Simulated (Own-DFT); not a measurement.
Simulation results for AlGa₃N₄ (wurtzite random alloy, strained, atoms displaced)

Computed with Own-DFT development build. A calculation, not a measurement: plane-wave PBE density functional theory by an unreviewed code, no spin, of a simulated periodic cell, stress positive in tension, free energy of the whole cell less one offset for each atom, forces on such cells passed a denser k mesh, this cell's mesh not checked; offsets are fitted by least squares, one for each functional and potential file, so energies compare only between cells with the same atoms and settings and are not formation energies; the far tail of each file's local potential was reset to the Coulomb form; each entry is a single point on an unrelaxed cell, so the pressure reflects the starting lattice, mostly measured values, from which strain is counted, and rises with the displacements; printed positions are rounded, which can move forces by about a meV/angstrom; the program is a retired in-house code; no spin-orbit coupling.

Common to all runs: functional PBE; potential files PseudoDojo norm-conserving, scalar-relativistic, standard set with the stringent files for Ga; wave cutoff 96 hartree; occupations Gaussian; smearing width 0.01 eV; k mesh 4 x 4 x 3 centred on Gamma.

(1) 
```cif
# cell vector a (Å): 9.4617 0.0000 0.0000
# cell vector b (Å): -4.7309 8.1941 0.0000
# cell vector c (Å): 0.0000 0.0000 10.2685
data_AlGa3N4
_symmetry_space_group_name_H-M 'P 1'
_symmetry_Int_Tables_number 1
_cell_length_a 9.4617
_cell_length_b 9.4617
_cell_length_c 10.2685
_cell_angle_alpha 90.000
_cell_angle_beta 90.000
_cell_angle_gamma 120.000
_cell_volume 796.12
loop_
_atom_site_label
_atom_site_type_symbol
_atom_site_fract_x
_atom_site_fract_y
_atom_site_fract_z
_atom_site_occupancy
Ga1 Ga 0.11667 0.22028 0.00045 1
Ga2 Ga 0.22172 0.10799 0.25414 1
N1 N 0.11209 0.22591 0.19263 1
N2 N 0.22726 0.10669 0.44863 1
Al1 Al 0.11199 0.22621 0.49681 1
Ga3 Ga 0.21991 0.11341 0.75333 1
N3 N 0.10505 0.21246 0.69690 1
N4 N 0.21800 0.11180 0.94244 1
Ga4 Ga 0.11311 0.54288 0.99085 1
Ga5 Ga 0.21905 0.44343 0.25517 1
N5 N 0.10219 0.55589 0.18389 1
N6 N 0.22172 0.42428 0.44866 1
Ga6 Ga 0.10971 0.55170 0.50369 1
Ga7 Ga 0.21727 0.44012 0.74634 1
N7 N 0.10873 0.55362 0.69157 1
N8 N 0.23951 0.45362 0.93902 1
Al2 Al 0.10787 0.88295 0.99913 1
Ga8 Ga 0.22708 0.77713 0.25016 1
N9 N 0.10491 0.88680 0.18742 1
N10 N 0.22020 0.78421 0.43579 1
Ga9 Ga 0.11269 0.88813 0.50737 1
Al3 Al 0.22559 0.77865 0.74662 1
N11 N 0.10950 0.88076 0.70382 1
N12 N 0.22331 0.77973 0.95083 1
Ga10 Ga 0.44616 0.22865 0.00354 1
Ga11 Ga 0.56717 0.11405 0.23778 1
N13 N 0.44609 0.22842 0.18594 1
N14 N 0.55250 0.11959 0.43608 1
Ga12 Ga 0.44132 0.21579 0.50242 1
Ga13 Ga 0.55645 0.11822 0.74867 1
N15 N 0.44879 0.23192 0.68908 1
N16 N 0.56656 0.12308 0.93240 1
Ga14 Ga 0.44709 0.55793 0.01582 1
Ga15 Ga 0.57463 0.45335 0.24799 1
N17 N 0.44406 0.55318 0.18887 1
N18 N 0.55466 0.45380 0.43446 1
Ga16 Ga 0.44453 0.54694 0.49851 1
Ga17 Ga 0.56105 0.43597 0.74639 1
N19 N 0.44669 0.56408 0.69732 1
N20 N 0.55695 0.44777 0.92907 1
Ga18 Ga 0.44954 0.88488 0.00520 1
Al4 Al 0.55779 0.78000 0.25606 1
N21 N 0.44565 0.88387 0.19338 1
N22 N 0.57056 0.78932 0.44185 1
Al5 Al 0.43927 0.88857 0.49782 1
Al6 Al 0.55905 0.78046 0.74581 1
N23 N 0.44440 0.89013 0.68613 1
N24 N 0.55009 0.77772 0.94313 1
Ga19 Ga 0.78181 0.22772 0.99913 1
Ga20 Ga 0.88913 0.10665 0.25323 1
N25 N 0.78292 0.23237 0.18521 1
N26 N 0.87682 0.10501 0.44609 1
Al7 Al 0.77455 0.21760 0.50668 1
Ga21 Ga 0.89535 0.11383 0.74609 1
N27 N 0.77717 0.23167 0.69205 1
N28 N 0.89673 0.11293 0.94281 1
Ga22 Ga 0.78484 0.57522 0.00354 1
Al8 Al 0.88959 0.44846 0.25415 1
N29 N 0.76616 0.54931 0.18977 1
N30 N 0.88630 0.44394 0.43440 1
Ga23 Ga 0.77955 0.55481 0.50704 1
Ga24 Ga 0.88408 0.44101 0.75354 1
N31 N 0.78450 0.55203 0.68371 1
N32 N 0.90049 0.45025 0.93887 1
Ga25 Ga 0.78536 0.88459 0.00421 1
Al9 Al 0.89265 0.78140 0.24600 1
N33 N 0.77949 0.88733 0.19161 1
N34 N 0.88290 0.77710 0.44350 1
Ga26 Ga 0.78163 0.89652 0.50272 1
Ga27 Ga 0.89615 0.78577 0.74807 1
N35 N 0.78891 0.89675 0.69875 1
N36 N 0.89156 0.78157 0.94486 1
_calc_free_energy_of_cell_above_offsets '-7.706'  # eV
_calc_pressure 9.66  # GPa
_calc_stress_xx -11.35  # GPa
_calc_stress_yy -9.99  # GPa
_calc_stress_zz -7.64  # GPa
_calc_stress_yz -0.25  # GPa
_calc_stress_xz 1.39  # GPa
_calc_stress_xy -0.98  # GPa
```

Force:
```csv
element,x (eV/Å),y (eV/Å),z (eV/Å)
Ga,-1.226,1.44,0.565
Ga,0.34,0.443,-0.141
N,0.246,-0.786,0.276
N,-2.736,0.477,-0.805
Al,0.162,-4.381,1.783
Ga,1.336,-0.425,0.552
N,0.928,2.032,-2.98
N,1.867,-1.658,-0.255
Ga,0.12,2.027,1.343
Ga,-0.09,0.492,-0.468
N,0.77,-0.496,1.231
N,-1.478,3.787,-1.491
Ga,-0.12,0.157,-0.535
Ga,1.292,0.654,1.002
N,0.033,0.975,-0.165
N,-0.736,-1.925,-0.47
Al,0.893,1.176,0.454
Ga,-1.383,-0.214,-0.809
N,0.435,-0.036,-0.297
N,1.726,-1.22,1.047
Ga,-1.253,-0.486,0.045
Al,0.592,-0.511,1.823
N,1.568,1.373,-1.564
N,-0.111,-0.048,-2.083
Ga,0.345,-0.181,-1.276
Ga,-1.836,-0.043,1.509
N,0.324,-0.756,1.052
N,2.515,-1.637,0.193
Ga,0.097,2.153,-0.286
Ga,0.099,-1.05,0.191
N,-0.754,-2.89,-0.697
N,-0.936,-1.2,1.381
Ga,0.667,0.232,-3.707
Ga,-5.359,-2.991,2.073
N,-0.143,1.191,3.377
N,2.315,-1.801,0.316
Ga,-0.84,2.24,1.72
Ga,-1.301,3.447,0.749
N,0.682,-0.767,-1.624
N,0.583,0.55,2.056
Ga,-1.505,1.313,-0.637
Al,0.604,-0.552,-0.213
N,0.907,0.526,0.244
N,-3.175,-1.343,-0.769
Al,0.972,0.722,-0.17
Al,-0.167,0.264,1.3
N,0.037,-0.292,-0.376
N,2.425,-0.049,-1.499
Ga,0.747,-0.138,-0.436
Ga,-0.635,0.919,-0.301
N,1.125,0.083,0.877
N,1.303,3.137,-0.534
Al,-1.16,0.875,-0.918
Ga,-2.329,0.122,2.199
N,1.194,-1.906,-1.697
N,-0.817,-0.219,-0.44
Ga,0.374,-3.894,-0.533
Al,-0.059,-0.151,-1.083
N,5.617,3.875,-1.137
N,0.708,-1.003,0.65
Ga,-0.677,0.122,-2.186
Ga,0.766,1.267,0.581
N,-1.052,1.205,1.93
N,-2.076,-0.164,-0.093
Ga,-2.784,1.584,-0.424
Al,-0.409,-0.845,1.598
N,-0.387,-0.791,0.618
N,1.276,0.445,-1.208
Ga,0.938,-1.743,1.249
Ga,-0.95,-2.071,0.974
N,-1.884,-1.503,-1.127
N,1.443,0.861,-1.527
```

(2) 
```cif
# cell vector a (Å): 9.4617 0.0000 0.0000
# cell vector b (Å): -4.7309 8.1941 0.0000
# cell vector c (Å): 0.0000 0.0000 10.2685
data_AlGa3N4
_symmetry_space_group_name_H-M 'P 1'
_symmetry_Int_Tables_number 1
_cell_length_a 9.4617
_cell_length_b 9.4617
_cell_length_c 10.2685
_cell_angle_alpha 90.000
_cell_angle_beta 90.000
_cell_angle_gamma 120.000
_cell_volume 796.12
loop_
_atom_site_label
_atom_site_type_symbol
_atom_site_fract_x
_atom_site_fract_y
_atom_site_fract_z
_atom_site_occupancy
Al1 Al 0.11403 0.22436 0.99693 1
Ga1 Ga 0.22615 0.11363 0.24762 1
N1 N 0.11124 0.21619 0.19036 1
N2 N 0.22258 0.10852 0.44086 1
Ga2 Ga 0.10804 0.22530 0.50014 1
Ga3 Ga 0.22120 0.11274 0.74786 1
N3 N 0.11116 0.22754 0.69668 1
N4 N 0.21322 0.10814 0.94048 1
Ga4 Ga 0.10787 0.55534 0.00378 1
Ga5 Ga 0.21702 0.44140 0.24997 1
N5 N 0.10691 0.56203 0.18840 1
N6 N 0.22361 0.44290 0.43148 1
Ga6 Ga 0.11740 0.55180 0.49468 1
Al2 Al 0.22313 0.45031 0.76299 1
N7 N 0.10702 0.55264 0.68883 1
N8 N 0.22266 0.44305 0.93937 1
Ga7 Ga 0.11185 0.88743 0.99608 1
Ga8 Ga 0.21956 0.77624 0.25124 1
N9 N 0.09946 0.88045 0.18049 1
N10 N 0.22162 0.77005 0.44181 1
Ga9 Ga 0.09957 0.88631 0.51076 1
Ga10 Ga 0.22364 0.78474 0.74916 1
N11 N 0.10841 0.89636 0.68283 1
N12 N 0.21905 0.76714 0.94283 1
Al3 Al 0.45035 0.22842 0.99609 1
Ga11 Ga 0.56505 0.11762 0.24184 1
N13 N 0.44220 0.22578 0.19702 1
N14 N 0.55717 0.12022 0.43518 1
Al4 Al 0.43895 0.21697 0.50203 1
Ga12 Ga 0.55467 0.11784 0.75039 1
N15 N 0.44313 0.21164 0.68685 1
N16 N 0.55691 0.10971 0.93911 1
Al5 Al 0.44730 0.55866 0.99989 1
Al6 Al 0.56530 0.44801 0.24464 1
N17 N 0.44926 0.56399 0.19302 1
N18 N 0.55208 0.43673 0.43869 1
Ga13 Ga 0.44023 0.55660 0.49639 1
Al7 Al 0.54967 0.44455 0.75624 1
N19 N 0.43836 0.55448 0.69080 1
N20 N 0.54373 0.43321 0.94501 1
Ga14 Ga 0.43972 0.88300 0.99811 1
Al8 Al 0.55018 0.77961 0.24740 1
N21 N 0.46054 0.89284 0.19153 1
N22 N 0.54832 0.76673 0.43320 1
Ga15 Ga 0.43372 0.88495 0.50348 1
Ga16 Ga 0.54660 0.76817 0.74262 1
N23 N 0.43859 0.88205 0.68006 1
N24 N 0.55196 0.77788 0.94225 1
Ga17 Ga 0.79159 0.22932 0.99917 1
Ga18 Ga 0.89084 0.10112 0.25053 1
N25 N 0.76540 0.21663 0.19289 1
N26 N 0.88125 0.11037 0.44241 1
Ga19 Ga 0.77993 0.22614 0.49936 1
Ga20 Ga 0.88503 0.11671 0.75190 1
N27 N 0.76670 0.20899 0.69107 1
N28 N 0.89233 0.12247 0.94567 1
Ga21 Ga 0.78371 0.56103 0.00479 1
Ga22 Ga 0.89422 0.45292 0.24302 1
N29 N 0.77948 0.55044 0.19655 1
N30 N 0.88287 0.43248 0.43424 1
Ga23 Ga 0.77608 0.55193 0.50281 1
Al9 Al 0.90054 0.45306 0.75247 1
N31 N 0.78253 0.56168 0.68379 1
N32 N 0.88725 0.44349 0.95180 1
Ga24 Ga 0.78119 0.88392 0.01339 1
Ga25 Ga 0.88657 0.77908 0.25368 1
N33 N 0.78283 0.89405 0.18771 1
N34 N 0.88900 0.79065 0.43443 1
Ga26 Ga 0.78022 0.88199 0.50076 1
Ga27 Ga 0.89200 0.78140 0.75055 1
N35 N 0.77837 0.89126 0.69439 1
N36 N 0.88433 0.77596 0.93711 1
_calc_free_energy_of_cell_above_offsets '-8.015'  # eV
_calc_pressure 9.71  # GPa
_calc_stress_xx -10.52  # GPa
_calc_stress_yy -10.23  # GPa
_calc_stress_zz -8.39  # GPa
_calc_stress_yz 0.67  # GPa
_calc_stress_xz 0.65  # GPa
_calc_stress_xy 0.44  # GPa
```

Force:
```csv
element,x (eV/Å),y (eV/Å),z (eV/Å)
Al,-0.476,-0.362,0.79
Ga,-0.12,-1.266,0.88
N,-0.729,1.086,-1.506
N,-0.354,0.119,0.245
Ga,0.428,-0.825,0.409
Ga,-0.25,0.603,0.623
N,-0.037,1.045,-0.608
N,1.47,0.959,-0.219
Ga,0.966,-0.684,-0.031
Ga,0.636,0.277,-1.186
N,1.955,-0.76,-0.076
N,-0.237,-0.474,1.001
Ga,-1.665,-0.6,0.764
Al,-0.257,-0.584,-2.168
N,1.028,0.15,0.532
N,0.476,0.268,1.193
Ga,-0.178,-0.073,0.263
Ga,0.507,1.631,0.165
N,1.193,0.854,1.201
N,-2.017,0.579,-0.731
Ga,1.404,0.373,-3.759
Ga,-0.02,-0.862,-0.019
N,0.818,-0.817,3.166
N,-0.756,1.521,-1.454
Al,-0.327,-3.013,1.603
Ga,-3.467,-1.704,2.336
N,1.086,0.848,-2.618
N,-0.518,-1.264,0.794
Al,0.684,0.426,-1.015
Ga,1.122,-2.062,0.711
N,-1.977,2.706,-0.219
N,-1.013,0.626,0.371
Al,-0.575,-0.093,0.896
Al,-1.957,-0.708,1.64
N,0.699,-0.939,-1.404
N,-0.249,0.326,-0.291
Ga,1.383,-1.173,0.214
Al,0.746,-0.256,-1.168
N,0.422,-2.184,0.189
N,0.275,2.644,-1.4
Ga,0.488,1.242,0.906
Al,1.883,-0.529,1.061
N,-2.831,-0.264,-0.889
N,0.133,2.075,-0.037
Ga,1.811,1.602,-2.408
Ga,0.601,2.208,1.388
N,-0.016,0.73,2.545
N,1.35,-1.09,-0.685
Ga,-2.57,-1.599,1.695
Ga,-1.434,2.36,0.888
N,4.904,2.683,-1.863
N,1.413,-0.585,-0.495
Ga,-1.156,-1.736,0.498
Ga,1.005,-0.988,0.716
N,0.252,3.357,-0.261
N,2.483,-1.757,-0.728
Ga,-0.85,-0.74,0.125
Ga,0.229,-2.889,1.768
N,-1.952,1.563,-1.34
N,0.491,3.052,0.049
Ga,-0.123,-0.256,-1.615
Al,-1.829,-1.485,-0.02
N,-0.14,-1.495,2.553
N,-0.196,1.383,-2.921
Ga,-1.429,1.175,-3.231
Ga,0.314,-0.303,-0.7
N,-1.099,-2.355,1.825
N,2.102,-2.516,0.469
Ga,-3.367,1.489,1.055
Ga,-1.022,-0.167,0.033
N,-0.196,-0.444,-0.66
N,0.633,-0.058,0.167
```

(3) 
```cif
# cell vector a (Å): 9.4617 0.0000 0.0000
# cell vector b (Å): -4.7309 8.1941 0.0000
# cell vector c (Å): 0.0000 0.0000 10.2685
data_AlGa3N4
_symmetry_space_group_name_H-M 'P 1'
_symmetry_Int_Tables_number 1
_cell_length_a 9.4617
_cell_length_b 9.4617
_cell_length_c 10.2685
_cell_angle_alpha 90.000
_cell_angle_beta 90.000
_cell_angle_gamma 120.000
_cell_volume 796.12
loop_
_atom_site_label
_atom_site_type_symbol
_atom_site_fract_x
_atom_site_fract_y
_atom_site_fract_z
_atom_site_occupancy
Ga1 Ga 0.11862 0.23082 0.00484 1
Al1 Al 0.22616 0.10808 0.25003 1
N1 N 0.11683 0.22797 0.19154 1
N2 N 0.22378 0.12040 0.44159 1
Ga2 Ga 0.12416 0.21952 0.49898 1
Ga3 Ga 0.21540 0.10819 0.74513 1
N3 N 0.11619 0.22844 0.68377 1
N4 N 0.21499 0.10759 0.94108 1
Ga4 Ga 0.11742 0.56021 0.99479 1
Ga5 Ga 0.21849 0.44768 0.25788 1
N5 N 0.11045 0.55060 0.19238 1
N6 N 0.22237 0.44465 0.43221 1
Al2 Al 0.10681 0.55549 0.49687 1
Ga6 Ga 0.21707 0.43879 0.75197 1
N7 N 0.11874 0.56024 0.68903 1
N8 N 0.21349 0.43501 0.94465 1
Ga7 Ga 0.10291 0.88344 0.01108 1
Ga8 Ga 0.22603 0.78046 0.25318 1
N9 N 0.11018 0.88924 0.19176 1
N10 N 0.21918 0.78087 0.43961 1
Al3 Al 0.10162 0.88368 0.50224 1
Ga9 Ga 0.22324 0.77899 0.74885 1
N11 N 0.10138 0.87536 0.69127 1
N12 N 0.23137 0.77245 0.93812 1
Ga10 Ga 0.43812 0.21600 0.00742 1
Ga11 Ga 0.56287 0.12190 0.24689 1
N13 N 0.44142 0.22514 0.19748 1
N14 N 0.57017 0.12376 0.43715 1
Ga12 Ga 0.43765 0.21130 0.50355 1
Ga13 Ga 0.56003 0.11494 0.75232 1
N15 N 0.43993 0.22503 0.68297 1
N16 N 0.56282 0.11080 0.94439 1
Ga14 Ga 0.44843 0.56426 0.00165 1
Ga15 Ga 0.55421 0.44819 0.24748 1
N17 N 0.43215 0.54665 0.18587 1
N18 N 0.55785 0.44473 0.44269 1
Ga16 Ga 0.44867 0.55509 0.50051 1
Al4 Al 0.54548 0.44423 0.74381 1
N19 N 0.44260 0.55876 0.68800 1
N20 N 0.54978 0.44350 0.94956 1
Ga17 Ga 0.44827 0.89174 0.98899 1
Ga18 Ga 0.55363 0.78085 0.24901 1
N21 N 0.44476 0.88616 0.19137 1
N22 N 0.55734 0.76761 0.43839 1
Al5 Al 0.45169 0.89073 0.49745 1
Ga19 Ga 0.56161 0.78456 0.76008 1
N23 N 0.45356 0.89095 0.68060 1
N24 N 0.55858 0.78250 0.94056 1
Ga20 Ga 0.77158 0.22320 0.00026 1
Ga21 Ga 0.88335 0.10847 0.25749 1
N25 N 0.77452 0.22384 0.19120 1
N26 N 0.90098 0.11848 0.43792 1
Ga22 Ga 0.77140 0.22915 0.50216 1
Al6 Al 0.89468 0.11026 0.75192 1
N27 N 0.77697 0.21851 0.68965 1
N28 N 0.88765 0.11840 0.93085 1
Ga23 Ga 0.78035 0.55767 0.00471 1
Al7 Al 0.88999 0.45263 0.24210 1
N29 N 0.77274 0.54671 0.18579 1
N30 N 0.88467 0.44133 0.44021 1
Al8 Al 0.77841 0.55599 0.49813 1
Ga24 Ga 0.89208 0.45164 0.73966 1
N31 N 0.77659 0.55746 0.68585 1
N32 N 0.88596 0.43769 0.94370 1
Ga25 Ga 0.77341 0.89096 0.99981 1
Ga26 Ga 0.89831 0.78121 0.24972 1
N33 N 0.77199 0.88346 0.19020 1
N34 N 0.88504 0.78494 0.43014 1
Al9 Al 0.77992 0.88719 0.49137 1
Ga27 Ga 0.88460 0.76887 0.75736 1
N35 N 0.76957 0.88327 0.69416 1
N36 N 0.89356 0.78471 0.94047 1
_calc_free_energy_of_cell_above_offsets '-8.647'  # eV
_calc_pressure 9.26  # GPa
_calc_stress_xx -10.63  # GPa
_calc_stress_yy -8.32  # GPa
_calc_stress_zz -8.84  # GPa
_calc_stress_yz 0.26  # GPa
_calc_stress_xz 0.12  # GPa
_calc_stress_xy -0.48  # GPa
```

Force:
```csv
element,x (eV/Å),y (eV/Å),z (eV/Å)
Ga,-1.023,-2.409,0.724
Al,-1.639,1.121,0.574
N,0.261,-1.86,0.487
N,2.855,-4.234,-2.057
Ga,-3.95,2.405,0.28
Ga,0.529,-0.384,1.122
N,-0.991,-1.717,0.751
N,0.933,-0.438,-0.426
Ga,-0.653,-1.785,1.35
Ga,0.748,-0.902,-1.926
N,-1.874,1.293,-0.695
N,-0.608,0.73,3.443
Al,0.997,-0.245,0.115
Ga,0.475,1.157,0.427
N,-0.672,-0.598,-1.372
N,0.943,2.81,-1.773
Ga,1.404,0.862,-1.962
Ga,0.174,-0.807,-0.367
N,1.224,0.993,0.547
N,0.359,0.187,1.179
Al,0.415,0.609,-0.219
Ga,1.067,0.297,-0.16
N,-0.08,1.483,-1.457
N,-1.916,1.389,-0.37
Ga,-0.09,0.547,-0.606
Ga,-0.743,-1.398,0.75
N,0.037,-1.08,-0.675
N,-2.441,-3.315,-0.345
Ga,0.939,1.402,-1.422
Ga,-0.583,-0.194,-0.358
N,0.588,-0.02,2.231
N,-2.681,-0.008,-1.258
Ga,-0.704,-1.448,0.106
Ga,-0.546,0.127,1.019
N,0.782,1.612,0.568
N,0.835,-0.241,-0.394
Ga,-0.915,-0.702,0.09
Al,0.874,0.149,1.062
N,0.391,-0.314,1.05
N,0.799,-0.111,-2.347
Ga,-0.232,-0.181,2.35
Ga,0.512,-1.673,0.384
N,-0.857,1.391,-0.94
N,-0.822,2.704,0.037
Al,-0.001,-0.1,-0.421
Ga,-0.864,-1.144,-2.038
N,-1.198,0.317,0.652
N,-0.113,-0.655,0.278
Ga,2.387,0.234,0.796
Ga,0.797,0.741,-1.475
N,1.323,1.304,-0.391
N,-1.212,-1.48,1.601
Ga,3.14,-0.433,0.713
Al,-0.805,-0.072,-1.117
N,0.988,0.628,0.218
N,0.744,-0.701,0.963
Ga,-0.364,-0.535,-1.52
Al,0.95,-1.54,1.111
N,0.445,1.465,1.313
N,0.132,2.575,-1.005
Al,-0.497,0.159,-0.249
Ga,0.329,-1.163,1.545
N,-1.12,-1.027,-0.52
N,-0.173,2.129,-1.33
Ga,1.208,1.431,0.411
Ga,-2.165,-1.116,-0.6
N,0.841,0.546,-0.471
N,1.812,-1.27,2.199
Al,-1.333,1.087,1.486
Ga,-0.945,0.935,-0.693
N,2.239,1.681,-1.665
N,-0.662,-1.199,0.697
```

(4) 
```cif
# cell vector a (Å): 9.4617 0.0000 0.0000
# cell vector b (Å): -4.7309 8.1941 0.0000
# cell vector c (Å): 0.0000 0.0000 10.2685
data_AlGa3N4
_symmetry_space_group_name_H-M 'P 1'
_symmetry_Int_Tables_number 1
_cell_length_a 9.4617
_cell_length_b 9.4617
_cell_length_c 10.2685
_cell_angle_alpha 90.000
_cell_angle_beta 90.000
_cell_angle_gamma 120.000
_cell_volume 796.12
loop_
_atom_site_label
_atom_site_type_symbol
_atom_site_fract_x
_atom_site_fract_y
_atom_site_fract_z
_atom_site_occupancy
Ga1 Ga 0.10601 0.21215 0.00517 1
Ga2 Ga 0.22127 0.11250 0.25076 1
N1 N 0.11426 0.22273 0.18420 1
N2 N 0.23005 0.11221 0.44246 1
Al1 Al 0.10298 0.22991 0.49999 1
Ga3 Ga 0.21551 0.10447 0.75141 1
N3 N 0.11443 0.21937 0.68691 1
N4 N 0.22142 0.11422 0.93995 1
Ga4 Ga 0.11931 0.56275 0.99805 1
Ga5 Ga 0.23448 0.45140 0.25360 1
N5 N 0.11191 0.55573 0.18942 1
N6 N 0.22359 0.44408 0.43519 1
Al2 Al 0.11644 0.55552 0.50363 1
Al3 Al 0.22202 0.43968 0.74793 1
N7 N 0.10910 0.56013 0.68104 1
N8 N 0.22770 0.45356 0.93568 1
Ga6 Ga 0.12106 0.89840 0.99653 1
Al4 Al 0.22497 0.77934 0.24990 1
N9 N 0.10532 0.88903 0.18827 1
N10 N 0.23250 0.79018 0.43862 1
Ga7 Ga 0.10964 0.89873 0.49602 1
Ga8 Ga 0.21905 0.76987 0.75127 1
N11 N 0.11007 0.88797 0.69458 1
N12 N 0.22697 0.77352 0.93904 1
Ga9 Ga 0.44134 0.21010 0.00155 1
Ga10 Ga 0.55821 0.10832 0.25295 1
N13 N 0.45142 0.21915 0.18968 1
N14 N 0.56685 0.11156 0.43583 1
Ga11 Ga 0.44566 0.22059 0.49836 1
Ga12 Ga 0.54114 0.09478 0.75458 1
N15 N 0.43833 0.21551 0.68664 1
N16 N 0.55132 0.10526 0.94016 1
Ga13 Ga 0.44683 0.55668 0.00107 1
Al5 Al 0.55195 0.45151 0.25593 1
N17 N 0.43596 0.55572 0.19697 1
N18 N 0.55674 0.44791 0.43909 1
Al6 Al 0.44442 0.55353 0.50180 1
Ga14 Ga 0.55851 0.44405 0.75390 1
N19 N 0.44601 0.55952 0.68897 1
N20 N 0.55065 0.43392 0.93636 1
Ga15 Ga 0.44790 0.88844 0.00112 1
Ga16 Ga 0.56010 0.77667 0.25065 1
N21 N 0.44834 0.88887 0.18764 1
N22 N 0.55729 0.78228 0.44229 1
Al7 Al 0.45380 0.90006 0.50572 1
Ga17 Ga 0.55496 0.77527 0.75344 1
N23 N 0.44006 0.89512 0.68382 1
N24 N 0.56068 0.77901 0.94321 1
Ga18 Ga 0.77877 0.21400 0.99635 1
Ga19 Ga 0.89296 0.11600 0.25025 1
N25 N 0.77441 0.21761 0.18975 1
N26 N 0.87958 0.11168 0.44020 1
Ga20 Ga 0.78344 0.22112 0.49491 1
Ga21 Ga 0.88153 0.10526 0.74873 1
N27 N 0.78515 0.22736 0.69004 1
N28 N 0.88917 0.11126 0.94217 1
Ga22 Ga 0.77032 0.55336 0.99678 1
Ga23 Ga 0.88123 0.44209 0.24829 1
N29 N 0.77763 0.56707 0.18989 1
N30 N 0.89963 0.45957 0.43882 1
Al8 Al 0.77682 0.55657 0.49727 1
Ga24 Ga 0.88192 0.45335 0.75170 1
N31 N 0.77550 0.54868 0.68704 1
N32 N 0.88574 0.44361 0.94202 1
Ga25 Ga 0.78866 0.90183 0.99708 1
Ga26 Ga 0.87989 0.76843 0.24960 1
N33 N 0.77115 0.87235 0.19585 1
N34 N 0.89775 0.78903 0.44302 1
Ga27 Ga 0.77909 0.87606 0.50127 1
Al9 Al 0.89018 0.78569 0.75178 1
N35 N 0.77853 0.89583 0.68096 1
N36 N 0.88533 0.77492 0.93650 1
_calc_free_energy_of_cell_above_offsets '-9.028'  # eV
_calc_pressure 9.14  # GPa
_calc_stress_xx -9.68  # GPa
_calc_stress_yy -9.7  # GPa
_calc_stress_zz -8.04  # GPa
_calc_stress_yz -0.7  # GPa
_calc_stress_xz 0.3  # GPa
_calc_stress_xy 0.23  # GPa
```

Force:
```csv
element,x (eV/Å),y (eV/Å),z (eV/Å)
Ga,0.112,2.338,-1.231
Ga,0.93,-0.469,0.3
N,-0.372,0.415,1.603
N,-2.593,1.644,-0.928
Al,1.364,-1.224,0.036
Ga,0.71,0.88,-0.409
N,-1.291,1.053,-0.407
N,0.428,-0.038,-0.481
Ga,-0.93,-1.823,1.147
Ga,-3.694,-1.619,-0.456
N,-0.111,0.606,0.219
N,-0.028,0.096,2.253
Al,-0.692,1.511,-1.728
Al,-0.54,0.535,0.217
N,1.285,-1.731,1.074
N,0.279,-1.594,-0.728
Ga,-0.496,-2.151,0.798
Al,-0.327,0.035,0.328
N,1.354,-0.344,0.039
N,0.428,-1.04,-0.08
Ga,2.447,-1.001,1.353
Ga,-0.273,0.97,-0.466
N,-0.887,-1.004,-0.45
N,-0.756,1.814,-0.46
Ga,-0.313,1.293,0.519
Ga,-0.276,-0.415,-0.322
N,-1.36,1.627,0.465
N,-1.422,-0.098,1.047
Ga,0.999,0.159,0.435
Ga,0.673,3.349,-0.461
N,0.365,0.651,0.635
N,0.794,0.11,-0.292
Ga,0.001,-0.571,0.219
Al,1.009,-0.983,-1.051
N,3.734,0.414,-1.78
N,0.061,0.624,-0.085
Al,-0.291,0.846,-0.044
Ga,-0.688,-0.896,-1.244
N,-0.43,-1.181,-0.589
N,-0.524,0.43,1.075
Ga,-0.015,-0.543,0.566
Ga,-1.677,0.395,1
N,-0.824,-0.72,0.384
N,-0.417,-1.263,0.467
Al,-0.395,-1.064,-1.614
Ga,-0.432,0.772,-0.516
N,1.135,-2.473,0.285
N,0.283,0.236,-0.628
Ga,-1.699,1.749,0.836
Ga,-0.041,-1.172,0.327
N,0.578,0.545,-0.838
N,3.854,-0.784,-0.708
Ga,-1.853,2.2,1.776
Ga,0.524,1.811,-0.135
N,-1.171,-0.45,0.05
N,0.72,0.551,-1.402
Ga,0.68,0.131,0.807
Ga,0.828,0.747,-0.001
N,-0.786,-4.176,-0.609
N,-0.408,-0.672,0.21
Al,0.828,0.228,0.48
Ga,2.757,-1.843,0.437
N,-2.117,3,-1.272
N,0.433,0.032,-0.135
Ga,-0.067,-3.075,1.714
Ga,1.686,2.7,1.137
N,-0.058,3.132,-1.759
N,0.006,-3.154,-1.02
Ga,-2.379,1.922,-0.777
Al,0.21,-0.96,-0.586
N,0.783,-1.912,2.197
N,0.352,0.893,-0.747
```
